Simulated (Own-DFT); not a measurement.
## Calculated data, GaP (zincblende, strained, atoms displaced), Si3N4 (beta silicon nitride, strained, atoms displaced)

A calculation, not a measurement: plane-wave PBE density functional theory by an unreviewed code, no spin, of a simulated periodic cell, stress positive in tension, free energy of the whole cell less one offset for each atom, forces on such cells passed a denser k mesh, this cell's mesh not checked; offsets are fitted by least squares, one for each functional and potential file, so energies compare only between cells with the same atoms and settings and are not formation energies; the far tail of each file's local potential was reset to the Coulomb form; each entry is a single point on an unrelaxed cell, so the pressure reflects the starting lattice, mostly measured values (interpolated for alloys), from which strain is counted, and rises with the displacements; printed positions are rounded, which can move forces by about a meV/angstrom; the program, named Own-DFT, is a retired in-house code; no spin-orbit coupling. Program: Own-DFT development build.

Settings shared by all entries: functional PBE; potential files PseudoDojo norm-conserving, scalar-relativistic, standard set; wave cutoff 42 hartree; occupations Fermi-Dirac; smearing width 0.1 eV; k mesh 3 x 3 x 3 centred on Gamma.

(1) GaP (zincblende, strained, atoms displaced)

```
GaP
1.0
     10.8620     0.0000     0.0000
      0.0000    10.8620     0.0000
      0.0000     0.0000    10.9361
Ga P Ga P Ga P Ga P Ga P Ga P Ga P Ga P
4 4 4 4 4 4 4 4 4 4 4 4 4 4 4 4
Direct
  0.99534 0.99646 0.99691
  0.99739 0.25075 0.24263
  0.25203 0.99470 0.24009
  0.24713 0.24956 0.99699
  0.12653 0.12443 0.12033
  0.12398 0.37048 0.38046
  0.37491 0.12211 0.37921
  0.38245 0.37477 0.13202
  0.99946 0.00237 0.49696
  0.00540 0.25339 0.75761
  0.24989 0.00094 0.73936
  0.25271 0.24420 0.49733
  0.12580 0.12356 0.62010
  0.12139 0.38235 0.87315
  0.37572 0.12511 0.87104
  0.38073 0.36876 0.61715
  0.99198 0.50174 0.99846
  0.00068 0.75505 0.24239
  0.24792 0.49912 0.25240
  0.25280 0.74610 0.99690
  0.13447 0.62713 0.12754
  0.12993 0.87300 0.37409
  0.37954 0.61640 0.38211
  0.37135 0.87681 0.12770
  0.99979 0.50382 0.49225
  0.99443 0.74648 0.75521
  0.24428 0.49635 0.75636
  0.24288 0.74549 0.49755
  0.13042 0.61641 0.62746
  0.12827 0.86653 0.87482
  0.37532 0.62530 0.88114
  0.37342 0.88210 0.62462
  0.49819 0.99809 0.99696
  0.50011 0.25475 0.24853
  0.75466 0.99882 0.24493
  0.74883 0.24562 0.00674
  0.62302 0.13133 0.12649
  0.62658 0.36771 0.37586
  0.86822 0.12020 0.37075
  0.86406 0.37486 0.12165
  0.49236 0.00376 0.49920
  0.49304 0.25653 0.74920
  0.75603 0.00688 0.75932
  0.74969 0.24320 0.50381
  0.62416 0.13074 0.62635
  0.63236 0.37285 0.88055
  0.87143 0.12379 0.87747
  0.86970 0.37744 0.63147
  0.50310 0.50133 0.00546
  0.50245 0.75285 0.25751
  0.75591 0.49198 0.24850
  0.75042 0.75919 0.00082
  0.62340 0.62871 0.12733
  0.62597 0.87374 0.37700
  0.87856 0.62517 0.37393
  0.87737 0.87274 0.12341
  0.49511 0.50196 0.49206
  0.49727 0.74836 0.75411
  0.74983 0.49682 0.75642
  0.74962 0.75286 0.49612
  0.62812 0.62635 0.62556
  0.61166 0.87163 0.88322
  0.87719 0.62416 0.87052
  0.87146 0.87372 0.62274
```

| Property | Result |
| --- | --- |
| hardware | one NVIDIA H100 |
| free energy of cell above offsets | -32.971 eV |
| pressure | 3.72 GPa |
| stress xx | -3.82 GPa |
| stress yy | -3.93 GPa |
| stress zz | -3.4 GPa |
| stress yz | 0.39 GPa |
| stress xz | -0.3 GPa |
| stress xy | 0.58 GPa |
| wall time | 519.2 s |

Force:
| element | x (eV/Å) | y (eV/Å) | z (eV/Å) |
| --- | --- | --- | --- |
| Ga | 0.91 | 0.008 | -0.149 |
| Ga | 0.057 | -0.123 | 0.541 |
| Ga | -0.586 | 1.058 | 1.389 |
| Ga | 0.654 | 0.45 | 0.056 |
| P | -0.57 | -0.17 | 0.125 |
| P | -0.139 | 0.003 | -0.917 |
| P | -0.261 | 0.28 | -1.872 |
| P | -1.508 | 0.374 | -1.128 |
| Ga | -0.121 | -0.515 | -0.073 |
| Ga | -0.743 | -0.521 | -1.126 |
| Ga | -0.383 | 0.01 | 1.213 |
| Ga | -0.206 | 0.328 | 0.304 |
| P | -0.623 | 0.562 | 0.558 |
| P | 0.029 | -0.85 | 1.403 |
| P | -0.521 | 0.007 | 0.106 |
| P | -1.155 | 1.108 | 0.523 |
| Ga | 0.661 | 0.206 | 0.717 |
| Ga | 0.613 | -0.76 | 0.924 |
| Ga | 0.418 | -0.438 | 0.387 |
| Ga | -0.029 | 0.549 | 0.652 |
| P | -1.237 | -0.426 | -0.438 |
| P | -0.78 | 0.453 | -0.425 |
| P | -1.626 | 1.972 | -1.676 |
| P | 1.133 | -1.02 | -0.844 |
| Ga | 0.076 | -0.637 | 1.316 |
| Ga | 0.985 | 0.41 | -1.324 |
| Ga | 1.724 | 0.257 | -0.948 |
| Ga | 0.994 | -0.074 | 0.652 |
| P | -1.054 | 0.856 | -0.229 |
| P | -0.369 | 1.014 | -0.373 |
| P | 0.191 | -0.955 | -0.766 |
| P | 0.225 | -1.652 | -0.34 |
| Ga | -0.487 | 0.922 | 1.022 |
| Ga | 0.13 | -0.919 | 1.039 |
| Ga | -1.084 | -0.209 | 0.035 |
| Ga | -0.18 | -0.067 | -0.788 |
| P | -0.238 | -1.431 | -0.004 |
| P | 0.249 | 0.765 | 0.139 |
| P | 1.016 | 0.708 | 0.258 |
| P | 1.822 | -0.22 | -0.258 |
| Ga | 1.411 | -0.339 | 0.543 |
| Ga | 1.2 | -0.366 | 0.44 |
| Ga | -1.7 | -1.253 | -1.344 |
| Ga | 0.278 | 0.655 | -0.113 |
| P | -0.345 | -1.028 | 0.618 |
| P | -1.197 | 0.061 | -0.114 |
| P | 1.173 | 0.915 | 0.657 |
| P | 0.979 | -0.502 | -0.909 |
| Ga | 0.189 | -0.199 | -0.247 |
| Ga | -0.534 | -0.454 | -0.379 |
| Ga | -1.283 | 1.162 | 0.895 |
| Ga | -0.389 | -1.207 | -0.262 |
| P | 0.771 | -0.071 | 0.273 |
| P | -0.124 | 1.025 | -0.195 |
| P | -0.43 | 0.437 | -0.756 |
| P | -0.238 | 0.579 | -0.12 |
| Ga | 2.052 | -1.265 | 1.64 |
| Ga | -0.117 | -0.019 | -0.867 |
| Ga | -0.4 | 0.459 | -0.481 |
| Ga | 0.083 | -0.618 | 0.39 |
| P | -0.484 | -0.305 | 0.039 |
| P | 1.778 | 0.327 | -1.063 |
| P | -1.154 | 0.264 | 1.066 |
| P | 0.493 | 0.423 | 0.609 |

(2) Si3N4 (beta silicon nitride, strained, atoms displaced)

```
Si3N4
1.0
      7.6985     0.0030    -0.1092
     -3.8467     6.6335    -0.0555
     -0.1254    -0.1458     8.6203
Si N Si N Si N
6 8 6 8 6 8
Direct
  0.17505 0.76553 0.08560
  0.23454 0.40297 0.09038
  0.58851 0.82188 0.08596
  0.82572 0.23354 0.24858
  0.76748 0.59910 0.24779
  0.40183 0.17335 0.25069
  0.33253 0.02547 0.08930
  0.97247 0.30527 0.08027
  0.69932 0.67568 0.09417
  0.65802 0.97231 0.24767
  0.02956 0.69947 0.24010
  0.28207 0.32114 0.25264
  0.33022 0.66015 0.09057
  0.66618 0.32571 0.24684
  0.18156 0.78081 0.42015
  0.23527 0.40596 0.41708
  0.59939 0.82656 0.41828
  0.83179 0.23890 0.59815
  0.79129 0.61594 0.58221
  0.40279 0.16467 0.58193
  0.32935 0.03526 0.40797
  0.96210 0.28811 0.42298
  0.70416 0.67375 0.40675
  0.67228 0.97812 0.58261
  0.02143 0.69657 0.58204
  0.29490 0.31939 0.57455
  0.33568 0.66203 0.42038
  0.67210 0.33182 0.57659
  0.17872 0.77905 0.75267
  0.22272 0.40229 0.75550
  0.59024 0.81460 0.75531
  0.82691 0.23445 0.92056
  0.77507 0.60895 0.92588
  0.40482 0.16928 0.91329
  0.33327 0.02887 0.74993
  0.96329 0.29731 0.74532
  0.69298 0.66481 0.75046
  0.66238 0.96629 0.91689
  0.03122 0.70405 0.92511
  0.30694 0.33493 0.91466
  0.32161 0.66154 0.74602
  0.67252 0.32728 0.91445
```

| Item | Value |
| --- | --- |
| free energy of cell above offsets | -3.087 eV |
| pressure | 6.77 GPa |
| stress xx | -4.29 GPa |
| stress yy | -0.78 GPa |
| stress zz | -15.24 GPa |
| stress yz | -5.68 GPa |
| stress xz | -6.88 GPa |
| stress xy | 0.18 GPa |

Force:
| element | x (eV/Å) | y (eV/Å) | z (eV/Å) |
| --- | --- | --- | --- |
| Si | 1.487 | 0.496 | 1.174 |
| Si | -1.592 | 0.543 | -2.297 |
| Si | -1.07 | 0.851 | -0.432 |
| Si | 0.294 | -0.563 | 0.907 |
| Si | 3.159 | -2.783 | 0.912 |
| Si | 0.999 | 1.993 | -0.734 |
| N | -0.449 | 0.275 | -2.708 |
| N | 1.146 | 0.007 | 1.85 |
| N | -0.516 | 0.128 | -3.412 |
| N | 0.722 | -0.204 | 1.002 |
| N | -0.375 | -0.081 | 2.805 |
| N | 3.02 | -1.233 | -0.151 |
| N | 0.233 | 0.356 | -0.649 |
| N | -2.27 | 2.334 | -0.118 |
| Si | 0.51 | -2.722 | -1.955 |
| Si | -3.041 | -0.535 | 0.902 |
| Si | -1.19 | 0.858 | -0.927 |
| Si | -4.091 | -2.469 | -8.915 |
| Si | -6.347 | -5.429 | -0.41 |
| Si | 1.166 | 3.701 | -0.161 |
| N | -0.086 | -1.951 | 2.12 |
| N | 1.479 | 1.399 | -0.311 |
| N | -0.159 | 0.468 | 2.843 |
| N | 0.031 | -2.234 | 1.882 |
| N | 6.05 | 3.622 | 0.044 |
| N | 0.312 | -0.16 | 3.451 |
| N | -0.96 | 1.737 | 0.052 |
| N | -1.965 | 1.295 | 0.764 |
| Si | -0.245 | -2.79 | 0.645 |
| Si | 0.745 | 0.106 | -2.636 |
| Si | -1.758 | 1.589 | -2.47 |
| Si | -0.08 | -1.502 | -1.722 |
| Si | 0.242 | -2.724 | -1.161 |
| Si | 1.146 | 1.895 | 2.899 |
| N | -0.424 | -0.331 | -1.35 |
| N | 4.511 | 1.964 | 8.116 |
| N | 1.477 | 0.009 | 0.156 |
| N | 0.435 | 0.235 | 1.053 |
| N | -0.544 | 0.225 | -3.354 |
| N | 0.283 | -0.831 | 1.455 |
| N | 0.774 | 0.439 | 0.58 |
| N | -3.06 | 2.017 | 0.26 |
